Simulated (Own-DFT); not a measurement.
# Strain and stress in wurtzite AlN, 72 atoms (Al36N36)

Calculated, not measured: single-point runs of Own-DFT, a retired in-house plane-wave DFT program that no person has reviewed, on unrelaxed cells, without spin or spin-orbit coupling.

Common settings: PBE; PseudoDojo norm-conserving scalar-relativistic files; cutoff 42 hartree; 4 x 4 x 3 k mesh centred on Gamma; Gaussian smearing of 0.01 eV.

Keep in mind: k mesh not checked against a denser one; stress not checked against mesh or cutoff.

Unstrained cell vectors in Å: (9.336, 0.000, 0.000); (-4.668, 8.085, 0.000); (0.000, 0.000, 9.964). The unstrained cell has measured lattice constants (interpolated for alloys), not those of this functional. That, the random moves and any unrelaxed bonds set the pressure at no strain. In each run the cell takes a homogeneous strain; fractional positions stay. Random moves of width 0.05 Å per axis were added to every atom. Stress is counted positive in tension, P = -(s_xx + s_yy + s_zz)/3, and strain components are those of the symmetric tensor.

| run | e_xx (%) | e_yy (%) | e_zz (%) | e_yz (%) | e_xz (%) | e_xy (%) | s_xx (GPa) | s_yy (GPa) | s_zz (GPa) | s_yz (GPa) | s_xz (GPa) | s_xy (GPa) | P (GPa) | E (meV/atom) |
|---|---|---|---|---|---|---|---|---|---|---|---|---|---|---|
| 1 | -0.34 | 1.67 | -1.00 | 0.18 | -0.58 | 0.41 | -7.92 | 1.23 | -9.37 | 0.99 | -1.89 | 3.44 | 5.35 | 38.5 |
| 2 | 1.73 | 1.72 | 1.56 | 0.44 | 1.87 | -1.81 | 5.79 | 4.32 | 4.36 | 0.50 | 3.64 | -4.66 | -4.82 | 0.0 |
| 3 | 1.15 | 0.70 | -1.66 | -1.69 | 1.78 | 1.88 | 0.15 | -4.44 | -12.25 | -4.75 | 3.61 | 5.24 | 5.51 | 41.0 |
| 4 | 0.43 | -1.65 | 1.83 | -1.50 | -1.96 | -1.77 | -6.56 | -11.86 | 2.28 | -4.55 | -5.34 | -7.04 | 5.38 | 47.1 |
| 5 | 1.24 | -0.05 | -1.34 | -1.41 | 1.29 | -0.98 | -0.25 | -6.48 | -11.54 | -4.21 | 2.76 | -4.42 | 6.09 | 28.7 |
| 6 | -0.55 | -0.69 | -0.01 | -1.65 | 1.71 | 1.39 | -9.43 | -8.75 | -7.20 | -3.66 | 4.17 | 3.56 | 8.46 | 37.1 |
| 7 | -1.76 | -1.74 | -1.32 | -1.83 | 1.78 | 0.57 | -18.78 | -18.12 | -14.60 | -3.97 | 6.60 | 2.73 | 17.17 | 68.5 |
| 8 | -0.22 | -0.27 | -1.42 | -1.53 | 1.77 | -0.04 | -8.23 | -8.72 | -12.65 | -3.27 | 4.72 | -1.86 | 9.87 | 36.6 |
| 9 | -1.62 | 0.33 | -0.99 | 0.60 | -0.55 | -1.89 | -16.30 | -8.91 | -8.69 | 1.00 | -2.27 | -6.40 | 11.30 | 55.3 |
| 10 | 0.63 | 0.38 | 0.76 | -1.45 | -0.42 | -0.44 | -0.65 | -2.99 | -2.63 | -3.54 | -0.73 | -0.85 | 2.09 | 18.2 |
| 11 | 1.62 | 1.47 | -0.05 | 0.26 | -1.29 | -0.31 | 1.58 | 3.49 | -2.57 | 0.56 | -3.82 | -1.51 | -0.83 | 3.9 |
| 12 | -1.64 | -0.64 | 0.56 | -0.86 | 0.74 | 1.61 | -15.46 | -10.27 | -3.85 | -1.25 | 1.27 | 5.63 | 9.86 | 39.7 |
| 13 | 0.23 | -1.37 | -1.07 | -1.69 | 1.10 | -1.55 | -8.62 | -13.34 | -10.90 | -4.85 | 2.57 | -8.36 | 10.95 | 44.5 |
| 14 | 0.85 | -0.28 | -0.12 | 1.31 | 0.14 | 1.08 | -2.56 | -6.36 | -5.82 | 3.17 | 1.00 | 2.01 | 4.91 | 27.4 |
| 15 | -1.62 | 1.68 | 1.61 | -0.57 | -0.18 | -1.75 | ? | ? | ? | ? | ? | ? | ? | ? |

E is the free energy per atom, counted from the lowest run shown.

## Fit

Regress every stress component on the fractional strains (shears doubled) of the visible runs, with a constant. Shear strains stay in the fit of a normal stress only where such slopes are resolved. The slopes, in GPa:

| stress | at no strain | per e_xx | per e_yy | per e_zz | scatter |
|---|---|---|---|---|---|
| s_xx | -6.7 | 534 ± 33 | 113 ± 33 | 51 ± 30 | 1.19 |
| s_yy | -6.2 | 115 ± 26 | 467 ± 26 | 101 ± 24 | 0.94 |
| s_zz | -5.4 | 37 ± 26 | 98 ± 26 | 472 ± 23 | 0.93 |

The slope of each shear stress on twice its own strain, from a fit on all six strains: yz 122 ± 7, xz 127 ± 11, xy 168 ± 12 GPa. These are stiffnesses along x, y and z of the frame in which the cell vectors are given, with the crystal's c axis along z: C11, C12, C13 and C33. Hexagonal symmetry asks that xx and yy behave alike, which is a second check on the noise. The atoms are held to the strained lattice; where symmetry lets them move under strain, relaxing them would lower some slopes. Symmetry asks for nearly equal slopes across the diagonal; the mismatch is a measure of noise. A ninth of the table's sum, 221 ± 4 GPa, estimates the bulk modulus near the mean pressure of these runs, 6.5 GPa, so it lies above the value at zero pressure.

## Withheld run

Asked: what normal stresses and pressure should run 15 give?

Estimate: s_xx = -12.6, s_yy = 1.4, s_zz = 3.3 and P = 2.7 GPa. DFT gave -9.46, 2.34, 1.07 and P = 2.02 GPa.
